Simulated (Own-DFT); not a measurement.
# How much smaller does PBEsol make it? D0_22 TiAl3, 40 atoms (Al30Ti10)

Source: density functional calculations with Own-DFT, an unreviewed in-house program that is no longer used. Nothing was measured or relaxed, and spin and spin-orbit coupling are left out.

Limits: forces on such cells failed a check on a denser k mesh; stress not checked against mesh or cutoff.

Each geometry was run with PBE and with PBEsol, otherwise alike: PseudoDojo norm-conserving scalar-relativistic files made for PBE; cutoff 42 hartree; 4 x 4 x 4 k mesh centred on Gamma; cold (Marzari-Vanderbilt) smearing of 0.2 eV. Unstrained cell vectors in Å: (-2.365, -6.981, 4.326); (-7.667, 3.491, 1.442); (-2.950, -3.488, -7.241). Each has a uniform strain, of which the change of volume is shown, and random moves of rms u per axis.

| run | volume change (%) | u (Å) | P with PBE (GPa) | P with PBEsol (GPa) |
|---|---|---|---|---|
| 1 | -4.33 | 0.0432 | 8.01 | 5.99 |
| 2 | -3.88 | 0.0505 | 7.65 | 5.64 |
| 3 | -4.84 | 0.0535 | 9.28 | 7.26 |
| 4 | -1.20 | 0.0476 | 4.30 | 2.36 |
| 5 | 0.29 | 0.0455 | 2.58 | 0.69 |
| 6 | -0.18 | 0.0518 | 2.98 | 1.07 |
| 7 | 0.54 | 0.0514 | 2.04 | 0.15 |
| 8 | -0.89 | 0.0479 | 3.64 | 1.71 |
| 9 | -0.66 | 0.0540 | 3.90 | 1.98 |
| 10 | 0.42 | 0.0493 | 2.15 | ? |

Question: by how much does PBEsol shrink this cell, and what belongs in the blank?

## Working it out

Write v for the change of volume as a fraction. Fitted to v and u², the PBE pressure has a slope of -127 ± 3 GPa in v, with the ions held to the strained lattice. The difference PBEsol less PBE is -1.90 + 2.6 v GPa (slope ± 0.1) and averages -1.95 GPa. Divided by the mean slope of the two, 126 GPa, that makes PBEsol's volume at a given pressure, near 4 GPa, about 1.5 % smaller, or 0.51 % in lengths. At one volume PBEsol's slope is the smaller by 3 GPa, but its pressure there is lower too. If stiffness rises by about 4 GPa for each GPa, PBEsol at equal pressure is stiffer by about 5 GPa. Files made for PBEsol would give a different shift.

For run 10 the line gives 0.26 GPa. DFT gave 0.26 GPa.
